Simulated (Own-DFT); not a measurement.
# How strain changes the stress of wurtzite GaN, 72 atoms (Ga36N36)

All numbers below are calculated, not measured. They come from Own-DFT, an in-house plane-wave density functional program, since retired, whose code no person has reviewed. Each row is one single-point run on a periodic cell that was not relaxed, without spin or spin-orbit coupling.

Settings of every run: PBE; PseudoDojo norm-conserving scalar-relativistic files; cutoff 42 hartree; 4 x 4 x 3 k mesh centred on Gamma; Fermi-Dirac smearing of 0.1 eV.

Known limits: forces not confirmed at this smearing and k mesh; stress not checked against mesh or cutoff.

Unstrained cell vectors in Å: (9.567, 0.000, 0.000); (-4.784, 8.285, 0.000); (0.000, 0.000, 10.370). The unstrained cell has measured lattice constants (interpolated for alloys), not those of this functional. That, the random moves and any unrelaxed bonds set the pressure at no strain. Each run strains this cell uniformly, with the atoms carried along. Every atom was also moved at random, by a Gaussian of width 0.05 Å on each axis. Strain is the symmetric tensor, in per cent. Stress is positive in tension, and the pressure is minus a third of its trace.

```
run,e_xx (%),e_yy (%),e_zz (%),s_xx (GPa),s_yy (GPa),s_zz (GPa),P (GPa),E (meV/atom)
1,-1.00,-1.00,0.00,-14.72,-10.56,-9.54,11.61,19.4
2,-0.25,-0.25,0.00,-9.09,-8.58,-9.24,8.97,22.4
3,-0.50,-0.50,0.00,-11.65,-12.93,-6.89,10.49,35.8
4,2.75,2.75,0.00,5.24,5.97,-4.68,-2.18,0.5
5,-2.50,-2.50,0.00,-22.14,-20.87,-12.89,18.63,48.3
6,2.25,2.25,0.00,3.22,3.43,-5.27,-0.46,0.0
7,0.25,0.25,0.00,-6.70,-7.50,-6.46,6.89,13.6
8,-1.25,-1.25,0.00,-12.33,-15.83,-10.89,13.02,30.8
9,0.50,0.50,0.00,?,?,?,?,?
```

E is the free energy for each atom above the lowest run shown.

## Worked fit

The change of volume is close to e_xx + e_yy + e_zz. A straight line through the runs shown gives P = 8.30 - 195 x (fractional change of volume) GPa, with an error of 5 on the slope and a scatter of 0.47 GPa. The strain isn't the same on all axes and the cell isn't cubic, so the slope belongs to this path and is not the bulk modulus.

## Withheld run

Question: what pressure should run 9 give? Its volume changes by 1.00 %.

The line gives 6.4 GPa. The calculation gave 5.31 GPa.
